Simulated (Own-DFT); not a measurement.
# How strain changes the stress of wurtzite GaN, 72 atoms (Ga36N36)

Calculated results; nothing here was measured. They come from Own-DFT, an in-house plane-wave density functional program, since retired, whose code no person has reviewed. Each row is one single-point run on a periodic cell that was not relaxed, without spin or spin-orbit coupling.

Settings of every run: PBE; PseudoDojo norm-conserving scalar-relativistic files (stringent for Ga); cutoff 96 hartree; 4 x 4 x 3 k mesh centred on Gamma; Gaussian smearing of 0.01 eV.

Known limits: forces not confirmed at this smearing and k mesh; stress not checked against mesh or cutoff.

Unstrained cell vectors in Å: (9.567, 0.000, 0.000); (-4.784, 8.285, 0.000); (0.000, 0.000, 10.370). The unstrained cell has measured lattice constants (interpolated for alloys), not those of this functional. That, the random moves and any unrelaxed bonds set the pressure at no strain. Each run strains this cell uniformly, with the atoms carried along. Every atom was also moved at random, by a Gaussian of width 0.05 Å on each axis. Strain is the symmetric tensor, in per cent. Stress is positive in tension, and the pressure is minus a third of its trace.

| run | e_xx (%) | e_yy (%) | e_zz (%) | e_yz (%) | e_xz (%) | e_xy (%) | s_xx (GPa) | s_yy (GPa) | s_zz (GPa) | s_yz (GPa) | s_xz (GPa) | s_xy (GPa) | P (GPa) | E (meV/atom) |
|---|---|---|---|---|---|---|---|---|---|---|---|---|---|---|
| 1 | -0.54 | 1.62 | -0.82 | -0.18 | -0.37 | -0.51 | -8.83 | -1.07 | -9.42 | -0.55 | -0.24 | -1.75 | 6.44 | 12.3 |
| 2 | 1.53 | 1.12 | -1.05 | 1.83 | 1.97 | -1.13 | -0.18 | -2.21 | -9.44 | 3.23 | 4.14 | -3.38 | 3.94 | 12.3 |
| 3 | 0.67 | 1.48 | 0.80 | 1.62 | 1.96 | -1.86 | -0.83 | -1.79 | -2.37 | 3.05 | 4.35 | -5.09 | 1.66 | 10.8 |
| 4 | -0.04 | 1.46 | -1.52 | 0.79 | 0.54 | 1.43 | -7.76 | -2.39 | -13.74 | 2.14 | 0.79 | 5.73 | 7.96 | 32.1 |
| 5 | 0.89 | 0.92 | -0.02 | 1.57 | 1.82 | 1.90 | -2.39 | -2.45 | -6.06 | 3.15 | 3.97 | 5.21 | 3.63 | 10.9 |
| 6 | -0.12 | 0.23 | 1.54 | -1.55 | -1.36 | -1.86 | -5.78 | -7.36 | -0.54 | -3.94 | -2.55 | -5.65 | 4.56 | 23.4 |
| 7 | 0.28 | -1.91 | -0.35 | 1.84 | 1.72 | 0.37 | -7.80 | -15.20 | -10.14 | 3.76 | 4.24 | 2.84 | 11.05 | 23.0 |
| 8 | -1.56 | -1.96 | -0.93 | -0.38 | -0.49 | -0.18 | -15.01 | -22.11 | -14.71 | -0.88 | -2.60 | 0.05 | 17.28 | 68.8 |
| 9 | -1.14 | -0.35 | 0.97 | 0.18 | -1.64 | 0.57 | -12.79 | -8.49 | -3.10 | 0.15 | -4.16 | 0.45 | 8.12 | 14.0 |
| 10 | -0.90 | 1.91 | -1.57 | -0.56 | 0.87 | -0.27 | -11.10 | -2.11 | -13.49 | -1.54 | 1.49 | 0.67 | 8.90 | 43.1 |
| 11 | -1.05 | -0.46 | -1.98 | -1.89 | 0.15 | -0.15 | -14.69 | -13.47 | -18.75 | -5.38 | 1.26 | -0.36 | 15.63 | 69.4 |
| 12 | -0.40 | 0.69 | 0.98 | -0.83 | 0.52 | 0.26 | -6.66 | -2.21 | -4.36 | -2.42 | 1.37 | 1.30 | 4.41 | 0.0 |
| 13 | 1.96 | 1.87 | -0.24 | 1.97 | -1.22 | -0.22 | 2.64 | 1.63 | -5.68 | 3.37 | -2.32 | -0.61 | 0.47 | 8.5 |
| 14 | 1.36 | -0.08 | -1.07 | -1.18 | -1.41 | 1.32 | -3.36 | -6.68 | -10.33 | -2.65 | -2.69 | 3.57 | 6.79 | 26.9 |
| 15 | 1.30 | -1.45 | -1.28 | 1.20 | -0.21 | -1.33 | ? | ? | ? | ? | ? | ? | ? | ? |

E is the free energy for each atom above the lowest run shown.

## Worked fit

Each stress component was fitted by least squares to a constant and the strains of the runs shown, as fractions, with shears doubled. Shear strains stay in the fit of a normal stress only where such slopes are resolved. The slopes, in GPa:

```
stress  at no strain  per e_xx  per e_yy  per e_zz  scatter
  s_xx          -7.0  431 ± 24   85 ± 21  112 ± 22     0.88
  s_yy          -8.0  120 ± 45  452 ± 38   93 ± 41     1.62
  s_zz          -7.5   96 ± 24   75 ± 20  449 ± 22     0.86
```

Each shear stress against twice its own strain: yz 115 ± 7, xz 115 ± 9, xy 145 ± 12 GPa. These are stiffnesses along x, y and z of the frame in which the cell vectors are given, which need not be the crystal's axes. The atoms are held to the strained lattice; where symmetry lets them move under strain, relaxing them would lower some slopes. The table should be nearly symmetric about its diagonal, and what it lacks of that shows the noise. A ninth of its sum, 213 ± 6 GPa, estimates the bulk modulus near the mean pressure of these runs, 7.2 GPa, so it lies above the value at zero pressure.

## Withheld run

Question: what normal stresses and pressure should run 15 give?

The fit gives s_xx = -4.1, s_yy = -14.1, s_zz = -13.0 and P = 10.4 GPa. The calculation gave -4.66, -11.77, -15.76 and P = 10.73 GPa.
